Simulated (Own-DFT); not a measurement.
# Computed records: GaP (zincblende, strongly disordered by large displacements), InAs (zincblende, strongly disordered by large displacements)

A calculation, not a measurement: plane-wave PBE density functional theory by an unreviewed code, no spin, of a simulated periodic cell, stress positive in tension, free energy of the whole cell less one offset for each atom, forces on such cells passed a denser k mesh, this cell's mesh not checked; broken bonds can close the gap or carry spin, so checks made on this kind of crystal may not hold here; offsets are fitted by least squares, one for each functional and potential file, so energies compare only between cells with the same atoms and settings and are not formation energies; the far tail of each file's local potential was reset to the Coulomb form; each entry is a single point on an unrelaxed cell, so the pressure reflects the starting lattice, mostly measured values (interpolated for alloys), from which strain is counted, and rises with the displacements; printed positions are rounded, which can move forces by about a meV/angstrom; the program, named Own-DFT, is a retired in-house code; no spin-orbit coupling. Program: Own-DFT development build.

Common to all runs: functional PBE; potential files PseudoDojo norm-conserving, scalar-relativistic, standard set; wave cutoff 42 hartree; occupations Fermi-Dirac; smearing width 0.1 eV; k mesh 3 x 3 x 3 centred on Gamma.

(1) GaP (zincblende, strongly disordered by large displacements)

```xyz
64
Lattice="10.9010 0.0000 0.0000 0.0000 10.9010 0.0000 0.0000 0.0000 10.9010" Properties=species:S:1:pos:R:3 GaP
Ga     0.0563     0.0311    10.8143
Ga    10.5519     2.7093     2.6747
Ga     2.5732     0.2658     2.8731
Ga     3.2548     2.7314    10.7896
P      1.0861     1.5144     1.3555
P      1.4772     3.8729     4.0185
P      3.8430     1.4369     4.1861
P      4.2194     4.4282     1.3702
Ga    10.7178     0.1335     5.4942
Ga    10.7825     3.1609     8.2679
Ga     2.3707     0.0309     8.3222
Ga     2.7010     2.7429     5.2996
P      1.5800     1.2587     6.7392
P      0.9476     4.0335     9.6425
P      4.0328     1.2076     9.4378
P      3.9643     4.3111     6.4484
Ga    10.8753     5.4530     0.1842
Ga     0.0942     8.1054     2.3138
Ga     2.7560     5.5076     2.7152
Ga     2.9503     8.5443    10.8906
P      1.4299     6.6448     1.2563
P      1.1877     9.5078     4.3029
P      3.9409     6.6877     3.9648
P      3.8097     9.4782     1.4648
Ga    10.8439     5.6187     5.3067
Ga    10.7772     8.0331     8.2168
Ga     2.8797     5.1211     8.3462
Ga     2.6293     8.3031     5.4566
P      1.3147     7.1528     6.5246
P      1.1549     9.3456     9.5046
P      4.0996     6.6619     9.2616
P      4.1033     9.7237     6.6480
Ga     5.6418     0.1639     0.0885
Ga     5.2557     2.6845     2.5322
Ga     8.5483    10.6814     2.8782
Ga     8.2485     2.7078     0.0189
P      6.6548     1.1615     1.3896
P      6.9285     4.1005     4.0578
P      9.7261     1.2866     4.1318
P      9.6753     4.2958     1.9662
Ga     5.3801    10.8118     5.5044
Ga     5.6806     2.5451     8.1523
Ga     8.2475     0.0590     8.3967
Ga     8.2501     2.9297     5.4719
P      7.0207     1.3557     6.4945
P      6.7859     4.1786     9.5836
P      9.5218     1.1386     9.3928
P      9.5247     4.0326     6.8528
Ga     5.3816     5.5800     0.0510
Ga     5.1721     8.2773     2.6255
Ga     7.9985     5.5506     2.4446
Ga     8.5435     8.2609     0.1106
P      6.5172     6.7780     1.6998
P      6.5922     9.7620     3.9695
P      9.2832     6.6919     4.2028
P      9.4916     9.3365     1.8284
Ga     5.1728     5.6030     5.6373
Ga     5.5864     8.1310     8.2736
Ga     8.5023     5.3574     8.0649
Ga     8.1798     8.0405     5.3280
P      6.4627     6.8521     6.7481
P      6.7223     9.2534     9.5580
P      9.5703     6.9544     9.4575
P      9.0934    10.0913     6.7196
```

| Property | Result |
| --- | --- |
| hardware | one NVIDIA H100 |
| free energy of cell above offsets | -0.137 eV |
| pressure | 10.59 GPa |
| stress xx | -10.13 GPa |
| stress yy | -10.89 GPa |
| stress zz | -10.74 GPa |
| stress yz | -2.02 GPa |
| stress xz | -2.34 GPa |
| stress xy | -0.23 GPa |
| wall time | 599.8 s |

Force:
```tsv
element	x (eV/Å)	y (eV/Å)	z (eV/Å)
Ga	-0.233	-0.279	0.773
Ga	4.377	-4.081	2.391
Ga	-2.293	-1.898	-0.9
Ga	-2.416	1.445	1.615
P	2.19	-0.483	-0.807
P	-3.248	2.712	-1.832
P	4.621	-1.453	-2.009
P	-1.788	-3.552	0.367
Ga	3.547	-2.113	2.782
Ga	-1.044	-5.955	-3.026
Ga	1.324	-1.328	-0.194
Ga	-0.441	0.81	3.662
P	-2.559	2.13	-0.58
P	6.051	2.314	3.789
P	1.684	-0.492	-0.379
P	-3.689	-5.626	4.556
Ga	-1.602	-0.536	-0.641
Ga	3.619	-2.356	4.027
Ga	-2.485	-2.151	-0.323
Ga	-3.567	-4.871	-5.482
P	1.402	2.08	-0.211
P	-0.535	0.935	-2.887
P	1.527	3.334	2.35
P	2.266	5.488	3.411
Ga	1.854	-1.326	0.53
Ga	2.131	2.349	-4.362
Ga	-2.252	-0.623	-1.374
Ga	3.593	1.272	-1.971
P	-2.99	-3.757	3.804
P	1.469	0.969	1.113
P	0.256	2.228	2.752
P	-2.748	-3.081	4.342
Ga	-4.471	-5.085	-5.412
Ga	0.861	0.069	1.913
Ga	-5.166	4.591	3.583
Ga	-0.499	-0.127	0.204
P	5.267	4.305	4.659
P	-1.881	0.235	-0.489
P	-3.281	2.748	-1.593
P	-2.344	4.086	-5.465
Ga	2.016	3.347	-2.142
Ga	-0.335	0.592	-0.883
Ga	-6.671	-2.792	-1.389
Ga	-0.485	-1.262	-1.942
P	-1.495	-0.504	2.434
P	1.054	-0.366	-0.224
P	3.961	5.489	4.191
P	1.538	0.595	-3.38
Ga	1.897	1.523	-2.381
Ga	0.951	-0.195	2.504
Ga	0.527	-1.178	3.475
Ga	-2.963	-0.241	-0.422
P	-0.14	1.85	-3.587
P	1.407	-2.062	-0.727
P	1.422	-0.85	-3.446
P	0.485	-0.802	-6.054
Ga	3.427	2.242	-4.833
Ga	-3.096	-0.602	-2.681
Ga	-4.255	2.638	2.342
Ga	-3.108	3.282	2.336
P	4.639	0.536	0.254
P	3.02	3.911	3.436
P	-1.881	-3.509	2.777
P	1.579	-4.572	-2.343
```

(2) GaP (zincblende, strongly disordered by large displacements)

```xyz
64
Lattice="10.9010 0.0000 0.0000 0.0000 10.9010 0.0000 0.0000 0.0000 10.9010" Properties=species:S:1:pos:R:3 GaP
Ga     0.3798     0.1541     0.0869
Ga    10.6646     2.4790     2.9502
Ga     2.7654    10.7880     2.6130
Ga     2.9229     2.7574     0.1375
P      1.4098     1.6150     1.5699
P      0.9043     4.1348     3.7191
P      3.9727     1.1607     3.5907
P      4.1910     3.8721     1.0235
Ga     0.2535     0.5175     5.3930
Ga     0.0944     2.4813     8.2541
Ga     2.7905    10.8167     8.1769
Ga     2.7349     2.8538     5.6600
P      1.4977     1.1123     6.5497
P      1.5057     4.0519     9.6585
P      4.0037     1.2491     9.5210
P      4.0207     4.1517     6.9194
Ga    10.9004     5.5539     0.1952
Ga    10.8885     8.2378     2.6514
Ga     2.8405     5.4651     2.7799
Ga     2.6566     7.9117    10.7165
P      1.8212     6.8223     1.1580
P      1.2611     9.5645     4.2344
P      4.2460     6.9841     3.9649
P      4.1375     9.4292     1.1984
Ga     0.0454     5.9083     5.3172
Ga     0.1431     8.2111     7.8914
Ga     2.6756     5.1538     7.7463
Ga     2.8311     8.3843     5.3364
P      1.2041     6.9210     7.0624
P      1.2445     9.5458     9.4721
P      4.0549     6.5960    10.0112
P      3.6492     9.7501     6.5620
Ga     5.6335     0.0347    10.5248
Ga     5.6704     2.6893     2.9594
Ga     8.3927     0.1266     2.8303
Ga     8.6461     2.4306     0.1492
P      6.6272     1.3041     1.0268
P      6.7359     4.2027     4.0505
P      9.6623     1.5041     4.2489
P      9.5187     4.0875     1.4655
Ga     5.2264    10.7424     5.6415
Ga     5.6285     2.9001     7.8610
Ga     7.7372     0.2655     7.9471
Ga     8.1969     2.5834     5.5325
P      6.7192     1.6292     6.5808
P      6.5111     4.4118     9.6465
P      9.6912     1.2422     9.6632
P      9.6647     4.0082     6.7344
Ga     5.3786     5.3002     0.2846
Ga     5.8679     8.3372     2.5010
Ga     8.0097     5.0902     2.7176
Ga     8.2451     8.5977     0.0130
P      6.8618     6.5927     1.3890
P      6.6400     9.9364     3.7463
P      9.4025     7.0688     3.9240
P      9.7783     9.4406     1.7169
Ga     5.3636     5.3345     5.3716
Ga     5.6716     8.2002     8.2976
Ga     8.4508     5.2339     8.2601
Ga     8.0852     8.1031     5.4416
P      6.5468     6.7938     6.6199
P      6.4818     9.5583     9.4562
P      9.4507     6.7302     9.7824
P      9.7714     9.5202     6.5401
```

| Property | Result |
| --- | --- |
| hardware | one NVIDIA H100 |
| free energy of cell above offsets | 6.913 eV |
| pressure | 11.45 GPa |
| stress xx | -12.08 GPa |
| stress yy | -11.66 GPa |
| stress zz | -10.62 GPa |
| stress yz | -3.11 GPa |
| stress xz | 0.43 GPa |
| stress xy | -0.48 GPa |
| wall time | 573.2 s |

Force:
```tsv
element	x (eV/Å)	y (eV/Å)	z (eV/Å)
Ga	-0.93	-0.78	0.71
Ga	3.327	4.088	-6.804
Ga	-2.929	-3.443	-2.226
Ga	-5.486	-4.414	-4.179
P	0.269	-1.342	-0.633
P	3.615	3.104	2.923
P	3.875	4.503	5.441
P	2.629	1.409	8.643
Ga	-7.575	-7.266	-6.6
Ga	0.864	1.314	-0.554
Ga	-1.824	0.597	1.97
Ga	-1.186	-0.988	-3.202
P	8.165	5.94	10.02
P	-1.048	-0.211	-1.341
P	0.581	1.521	-0.952
P	6.817	-4.051	-4.948
Ga	1.259	-0.282	-0.3
Ga	6.64	-5.879	4.16
Ga	-0.197	-0.943	-0.706
Ga	1.206	7.96	-3.724
P	-6.198	-3.998	6.547
P	-0.267	0.563	-2.097
P	-0.372	-0.578	0.537
P	-0.074	0.192	-0.634
Ga	-0.849	-1.414	-0.61
Ga	-6.35	6.22	5.86
Ga	-7.316	6.004	6.873
Ga	-1.924	-4.55	-2.449
P	7.174	-7.199	-5.658
P	1.28	-0.641	0.117
P	2.081	-0.569	-5.446
P	2.78	-0.378	3.58
Ga	-5.125	2.86	3.856
Ga	-2.512	-2.209	-3.07
Ga	-0.502	-0.273	-1.126
Ga	-3.193	1.734	1.208
P	3.541	2.168	2.785
P	-0.03	-2.492	3.529
P	-5.867	-4.015	3.07
P	0.974	-1.314	-0.279
Ga	2.376	2.203	-3.486
Ga	-1.336	1.546	4.774
Ga	2.846	-2.46	1.925
Ga	2.181	3.828	-1.642
P	-2.777	-3.37	-0.521
P	3.584	-2.882	-4.146
P	-0.302	-1.958	-2.526
P	0.387	0.034	0.186
Ga	1.796	3.809	-0.065
Ga	-2.015	-1.356	-0.712
Ga	2.552	3.848	-1.643
Ga	0.233	-1.758	0.159
P	0.851	1.488	-0.184
P	0.652	-0.004	3.323
P	-0.219	-2.672	0.135
P	-5.495	7.364	-6.49
Ga	-1.645	1.573	-0.013
Ga	-4.182	-5.594	-3.634
Ga	-1.861	0.504	0.812
Ga	-0.358	1.498	-0.193
P	1.949	0.689	1.632
P	7.249	-0.202	-0.725
P	0.282	1.632	-1.337
P	-2.069	1.294	0.079
```

(3) GaP (zincblende, strongly disordered by large displacements)

```xyz
64
Lattice="10.9010 0.0000 0.0000 0.0000 10.9010 0.0000 0.0000 0.0000 10.9010" Properties=species:S:1:pos:R:3 GaP
Ga    10.8375     0.1180    10.3837
Ga    10.8149     2.7385     2.8596
Ga     2.4899     0.3898     2.9979
Ga     2.5532     3.0613    10.8321
P      1.3712     1.2328     1.3556
P      1.2313     3.9814     4.0423
P      4.0965     1.2693     4.1624
P      4.0294     4.1347     1.5078
Ga    10.8819     0.0650     5.4259
Ga     0.1324     2.3142     8.2135
Ga     2.5482    10.8917     7.9342
Ga     2.6624     2.6067     5.1826
P      1.4126     1.2351     6.5035
P      1.4962     4.0869     9.4984
P      4.2495     1.3365     9.7123
P      4.4224     4.0009     6.8158
Ga     0.3085     5.6396    10.6727
Ga    10.8382     8.2362     2.8591
Ga     2.5623     5.3148     2.9541
Ga     2.7933     8.2468    10.8125
P      1.0745     7.2066     1.4204
P      1.6745     9.5779     4.3196
P      3.9992     6.7827     3.8410
P      4.2788     9.3633     1.4631
Ga    10.7617     5.2577     5.4061
Ga     0.0334     8.0101     8.0315
Ga     2.7771     5.5918     8.0642
Ga     3.1836     8.2328     5.2306
P      0.8604     6.6998     6.8240
P      1.3957     9.5451     9.5691
P      4.0273     7.0826     9.2872
P      3.7372     9.8450     6.5722
Ga     5.3497    10.6839     0.0680
Ga     5.5131     2.7318     2.8593
Ga     8.1112     0.2319     2.8418
Ga     8.2952     2.6072    10.8384
P      6.9573     1.4719     1.5257
P      7.4287     4.0901     3.8495
P      9.3645     1.4382     3.9818
P      9.4474     4.2093     1.2325
Ga     5.2289    10.5517     5.1845
Ga     5.7359     2.5393     8.2028
Ga     8.3148     0.0789     8.1413
Ga     8.2173     2.9011     5.1998
P      7.0206     1.2363     6.5567
P      6.7758     4.0667     9.5490
P      9.1475     1.4540     9.5427
P      9.5586     3.9108     6.8106
Ga     5.1023     5.5472     0.1115
Ga     5.3759     8.0979     3.1095
Ga     7.9156     5.6077     2.5985
Ga     8.0208     8.6896     0.3604
P      6.6060     6.7695     1.7074
P      7.0692     9.5600     4.0457
P      9.6724     6.8350     4.4065
P      9.5891     9.3747     1.3246
Ga     5.6032     5.0898     5.5616
Ga     5.6095     8.0131     7.9270
Ga     8.2037     5.6750     8.3450
Ga     8.3460     7.9370     5.3473
P      7.1163     6.9469     6.7894
P      6.8777     9.7216     9.7792
P      9.4535     6.7141     9.6008
P      9.7217     9.7696     6.9126
```

| Quantity | Value |
| --- | --- |
| hardware | one NVIDIA H100 |
| free energy of cell above offsets | -3.542 eV |
| pressure | 9.64 GPa |
| stress xx | -9.41 GPa |
| stress yy | -9.71 GPa |
| stress zz | -9.81 GPa |
| stress yz | -0.16 GPa |
| stress xz | 0.29 GPa |
| stress xy | 1.45 GPa |
| wall time | 559.5 s |

Force:
```tsv
element	x (eV/Å)	y (eV/Å)	z (eV/Å)
Ga	-0.274	-0.27	2.713
Ga	-1.047	-0.749	-3.668
Ga	0.398	-2.634	-1.151
Ga	3.928	-4.664	4.457
P	-1.707	2.186	-1.89
P	0.474	0.588	1.734
P	1.945	1.939	-1.27
P	-0.828	-0.667	0.312
Ga	-1.352	-1.021	-2.056
Ga	-0.731	1.93	-0.636
Ga	-0.229	1.105	4.212
Ga	0.847	1.596	1.93
P	0.054	2.452	2.021
P	-2.688	2.157	-4.353
P	-1.749	0.824	-1.511
P	-4.252	-2.03	2.13
Ga	-1.969	-0.089	1.506
Ga	-0.595	1.551	2.676
Ga	-0.035	1.446	-2.818
Ga	-0.037	0.606	2.251
P	3.665	-3.514	-2.525
P	-3.382	0.432	-1.878
P	-0.809	-3.542	3.232
P	-1.843	0.24	0.702
Ga	0.476	-1.422	1.307
Ga	-3.112	4.434	4.519
Ga	-0.655	-0.688	-1.114
Ga	-1.893	-1.487	1.241
P	5.948	-3.538	-3.264
P	-0.132	-0.34	-2.277
P	0.443	-1.451	1.02
P	3.362	-3.26	0.99
Ga	0.065	1.988	1.103
Ga	0.404	0.383	-0.362
Ga	0.153	-2.912	-2.199
Ga	-3.788	5.632	5.366
P	-2.359	0.044	-2.273
P	-6.518	0.609	-0.274
P	3.785	-0.352	2.386
P	1.622	0.115	0.349
Ga	3.382	1.006	0.64
Ga	-0.244	-0.803	-0.437
Ga	-2.25	-1.441	-1.118
Ga	1.916	-3.614	5.805
P	-1.664	0.422	0.15
P	0.166	1.078	0.76
P	5.778	-2.883	-3.649
P	-0.257	0.061	1.029
Ga	1.773	0.443	-0.989
Ga	3.241	2.9	-2.683
Ga	6.054	-0.527	-0.158
Ga	-3.412	-4.754	-1.492
P	-3.092	3.984	-4.685
P	-1.681	-1.691	1.193
P	2.397	-2.015	-5.701
P	3.895	4.219	2.893
Ga	3.107	3.074	-3.339
Ga	-0.873	2.828	1.232
Ga	-1.422	-3.641	-1.803
Ga	-2.588	5.719	2.092
P	-1.759	-2.367	-0.162
P	0.013	-0.631	-4.162
P	2.273	3.368	2.071
P	-0.336	-2.361	-0.125
```

(4) InAs (zincblende, strongly disordered by large displacements)

```xyz
64
Lattice="12.1166 0.0000 0.0000 0.0000 12.1166 0.0000 0.0000 0.0000 12.1166" Properties=species:S:1:pos:R:3 InAs
In     0.0822     0.0285    12.0696
In    11.8785     2.7631     2.8044
In     3.1765     0.1088     3.2333
In     3.2065     2.9507    11.9809
As     1.4228     1.6768     1.7338
As     1.3749     4.3486     4.7031
As     4.8615     1.4220     4.2989
As     4.4826     4.4943     1.2725
In    12.0440     0.0358     6.0530
In     0.0299     2.6936     9.6769
In     3.1569    11.7628     9.3981
In     3.0103     3.3533     6.0053
As     1.0126     1.6329     7.8012
As     1.6814     4.5612    10.6141
As     4.6482     1.4384    10.6680
As     4.4947     4.7224     7.7916
In     0.2865     5.9015    12.0007
In     0.0865     9.4109     3.1255
In     2.7263     6.1222     2.8316
In     2.9395     8.9004    11.9657
As     1.7796     7.8474     1.7455
As     1.6041    10.8302     4.6124
As     4.3964     7.5289     4.8331
As     4.8608    10.6665     1.5528
In    11.9761     6.0593     6.2187
In     0.1188     9.3187     8.9954
In     2.7013     6.0350     9.2578
In     2.9731     8.9830     6.2335
As     1.2230     7.6082     7.5570
As     1.0084    10.7686    10.4644
As     4.4120     7.5994    10.9163
As     4.5750    10.5392     7.6894
In     6.2046    11.7749    12.0929
In     5.9368     2.9661     3.0224
In     9.0660    11.9489     3.0893
In     8.8067     3.2650     0.0323
As     7.3570     1.5166     1.2085
As     7.6518     4.6220     4.3512
As    10.3659     1.5581     4.5970
As    10.3815     4.7103     1.4879
In     6.0084     0.0008     6.0949
In     5.9864     3.2836     8.9767
In     9.2027     0.0509     8.9790
In     8.9175     2.9485     6.1396
As     7.5521     1.4041     7.7417
As     7.5324     4.4529    10.2774
As    10.2043     1.9406    10.5189
As    10.7807     4.5045     7.7167
In     6.2370     6.1592     0.1061
In     6.0192     9.4165     3.0182
In     8.8746     6.0046     3.0685
In     9.2110     9.4321     0.0575
As     7.4631     7.9978     1.5881
As     7.8894    10.5969     4.4143
As    10.5953     7.4444     4.6474
As    10.8374    10.1011     1.4572
In     6.0905     6.2269     5.9612
In     6.1355     8.8809     8.8506
In     9.1999     5.8850     9.1270
In     8.7474     8.9982     6.0219
As     7.4447     7.5991     7.3690
As     7.5614    10.9958    10.1927
As    10.3895     7.8159    10.5743
As    10.7209    10.6246     7.7171
```

| Quantity | Value |
| --- | --- |
| hardware | one NVIDIA H200 |
| free energy of cell above offsets | -4.780 eV |
| pressure | 8.34 GPa |
| stress xx | -8.74 GPa |
| stress yy | -7.6 GPa |
| stress zz | -8.69 GPa |
| stress yz | 0.5 GPa |
| stress xz | 1.13 GPa |
| stress xy | -0.05 GPa |
| wall time | 1175 s |

Force:
```tsv
element	x (eV/Å)	y (eV/Å)	z (eV/Å)
In	-2.195	2.377	2.997
In	-3.409	3.016	2.619
In	-0.965	-0.688	-2.189
In	-1.33	-0.688	0.48
As	3.856	-2.681	-3.184
As	-2.346	2.02	-2.992
As	-1.592	-0.584	4.084
As	0.837	1.315	2.065
In	-0.552	0.63	0.307
In	2.45	2.86	-0.97
In	-0.698	1.68	-0.259
In	2.137	-2.216	2.323
As	3.11	-1	-2.122
As	-1.43	-4.373	1.516
As	0.52	-0.768	-0.899
As	-1.051	1.192	-2.126
In	-2.675	2.52	1.974
In	1.681	-2.499	3.196
In	2.675	-4.159	3.099
In	-2.547	4.325	1.74
As	-3.34	2.254	-1.81
As	0.227	-0.933	0.912
As	-0.476	0.555	-3.167
As	-5.536	1.221	-1.429
In	0.055	-0.934	-1.257
In	-1.812	-4.26	-0.735
In	2.611	3.764	-2.97
In	-0.437	1.077	0.183
As	1.799	0.025	0.983
As	4.756	0.109	1.422
As	3.466	-2.77	-4.147
As	-0.44	-0.043	-0.931
In	0.324	1.687	-1.401
In	2.174	3.023	-2.895
In	2.689	3.491	-4.043
In	0.038	-0.088	0.623
As	1.037	0.148	1.86
As	-3.38	-3.221	3.35
As	0.889	-0.729	-0.706
As	1.637	-0.464	-0.538
In	0.906	-0.412	0.049
In	-0.89	-3.568	-0.286
In	2.488	1.06	-0.21
In	0.227	1.27	0.533
As	-1.493	1.329	-1.238
As	0.531	2.162	2.827
As	-2.297	-2.765	2.065
As	-0.774	-1.739	0.267
In	0.03	-0.323	-0.309
In	0.989	-2.859	4.115
In	2.476	4.169	-2.331
In	-4.187	-1.38	-3.123
As	1.366	-1.908	-0.685
As	-4.208	-1.65	2.805
As	-0.547	1.383	-1.035
As	0.488	4.646	-0.128
In	-0.388	-2.665	-0.448
In	-1.329	1.366	2.863
In	0.413	1.771	-0.579
In	3.611	0.698	-0.381
As	1.815	-2.371	2.154
As	-1.122	-3.528	1.386
As	1.366	-1.199	-0.479
As	-2.227	0.32	-2.796
```

(5) GaP (zincblende, strongly disordered by large displacements)

```xyz
64
Lattice="10.9010 0.0000 0.0000 0.0000 10.9010 0.0000 0.0000 0.0000 10.9010" Properties=species:S:1:pos:R:3 GaP
Ga    10.6597     0.4336     0.5325
Ga    10.5724     2.4949     2.6142
Ga     2.1934    10.8067     2.2622
Ga     1.8851     2.8946    10.6345
P      1.5318     1.4904     1.2197
P      1.4948     3.8504     4.4226
P      4.2094     1.6757     4.0883
P      4.1480     4.1440     1.5130
Ga    10.7418    10.3497     5.3209
Ga     0.0218     3.1329     7.9413
Ga     3.1746    10.1546     8.0303
Ga     2.1949     2.4071     5.6319
P      1.2300     0.9629     6.5766
P      1.5735     3.9295     8.9381
P      4.3639     1.3596     9.2340
P      4.0085     4.1679     6.8437
Ga     0.2994     4.5715    10.3958
Ga    10.8552     8.1103     2.3879
Ga     2.4299     5.1620     3.2777
Ga     2.9869     8.4260    10.8786
P      1.4993     6.6888     0.8707
P      1.8744     9.3323     3.7442
P      4.4720     6.8238     4.2703
P      3.6238     9.2312     1.6856
Ga    10.4684     5.4447     5.6938
Ga     0.0605     8.0860     8.5579
Ga     2.7244     5.3778     8.0871
Ga     3.0345     7.7052     5.3386
P      1.0446     6.1948     6.8301
P      2.0796     9.7781     9.6498
P      3.5539     6.8769     9.7320
P      3.8617     9.1529     6.4302
Ga     5.1036     0.6036     0.5005
Ga     5.0238     2.5909     2.3660
Ga     8.1343    10.6042     2.6002
Ga     7.9655     2.4606    10.8381
P      6.5380     1.5666     1.5331
P      6.8115     3.9707     3.8441
P      9.6236     0.9749     3.9798
P      8.8556     4.2882     0.7372
Ga     4.6591    10.8575     5.4892
Ga     6.0241     2.3979     8.7848
Ga     7.6381    10.7555     7.2867
Ga     7.9984     2.4570     5.8726
P      6.4575     1.8237     6.9335
P      7.1204     3.8083     9.6383
P      9.1456     1.4834     9.5037
P      9.7204     3.7360     6.4783
Ga     5.7535     4.8985    10.5866
Ga     5.7709     7.8508     2.9047
Ga     7.9195     5.0908     2.5978
Ga     8.5823     8.3066    10.8529
P      6.8439     6.4686     1.2429
P      6.7546     9.0412     4.1897
P      9.7136     7.0529     3.5992
P      9.8114     9.6883     1.3108
Ga     5.3637     4.9887     5.3070
Ga     5.7885     8.6385     8.6919
Ga     7.7326     5.2805     8.1053
Ga     8.3503     7.6340     5.3690
P      6.5650     6.3512     6.4212
P      7.1839     9.3570     9.9188
P     10.0341     6.5046     9.3794
P      8.9827     9.2935     6.9856
```

| Property | Result |
| --- | --- |
| hardware | one NVIDIA H100 |
| free energy of cell above offsets | 32.720 eV |
| pressure | 17.87 GPa |
| stress xx | -15.32 GPa |
| stress yy | -19.35 GPa |
| stress zz | -18.95 GPa |
| stress yz | 2.58 GPa |
| stress xz | 1.39 GPa |
| stress xy | -1.05 GPa |
| wall time | 572.3 s |

Force:
```tsv
element	x (eV/Å)	y (eV/Å)	z (eV/Å)
Ga	0.095	3.324	-4.323
Ga	0.791	1.8	-0.23
Ga	2.153	-0.738	1.779
Ga	4.159	-1.594	2.812
P	-1.661	2.58	0.548
P	-5.89	0.166	-0.796
P	-2.419	-1.582	2.404
P	-3.538	4.295	-3.566
Ga	0.681	-0.446	0.226
Ga	-1.004	-5.465	1.059
Ga	0.482	4.273	-0.175
Ga	5.596	0.669	-0.209
P	-2.374	-3.757	4.017
P	3.086	-1.087	-2.583
P	-4.638	-3.253	2.007
P	0.387	-2.891	-0.177
Ga	-4.83	4.673	4.761
Ga	5.776	1.535	-2.306
Ga	3.839	4.628	-4.78
Ga	-1.373	-1.298	0.738
P	-0.949	-1.153	1.545
P	-2.468	-2.034	2.086
P	0.483	-4.207	-2.525
P	4.395	1.581	4.026
Ga	-1.05	2.051	-5.863
Ga	3.023	4.055	-2.741
Ga	2.683	4.354	-0.649
Ga	-6.674	-1.785	-0.2
P	3.558	4.975	1.724
P	-6.912	1.763	1.107
P	3.828	-4.664	-3.16
P	3.688	0.39	1.63
Ga	-3.748	-3.832	-3.685
Ga	0.226	0.011	3.589
Ga	-1.339	0.313	1.569
Ga	0.373	-3.086	6.005
P	7.809	-2.074	0.612
P	-1.819	-3.836	3.691
P	-1.833	0.036	0.871
P	3.777	0.267	0.951
Ga	2.101	1.912	-2.164
Ga	-1.607	0.05	0.62
Ga	-2.637	2.966	1.833
Ga	4.191	1.975	-5.436
P	-3.452	-4.84	-3.177
P	2.529	4.713	-3.496
P	4.314	-3.143	-2.766
P	-5.307	-1.04	-1.283
Ga	-5.625	4.631	4.091
Ga	-1.644	-1.665	-5.123
Ga	3.208	2.915	-0.788
Ga	3.171	-4.985	1.75
P	-0.494	2.248	-1.229
P	2.762	4.773	2.243
P	-3.634	-5.354	4.532
P	-2.522	-2.951	0.743
Ga	-0.599	-1.307	-1.59
Ga	-4.174	-3.079	-3.176
Ga	1.993	1.324	-1.459
Ga	-0.998	0.575	0.079
P	2.391	2.593	2.652
P	-1.159	5.595	-0.107
P	-4.116	-3.427	2.663
P	4.938	-3.44	-1.205
```
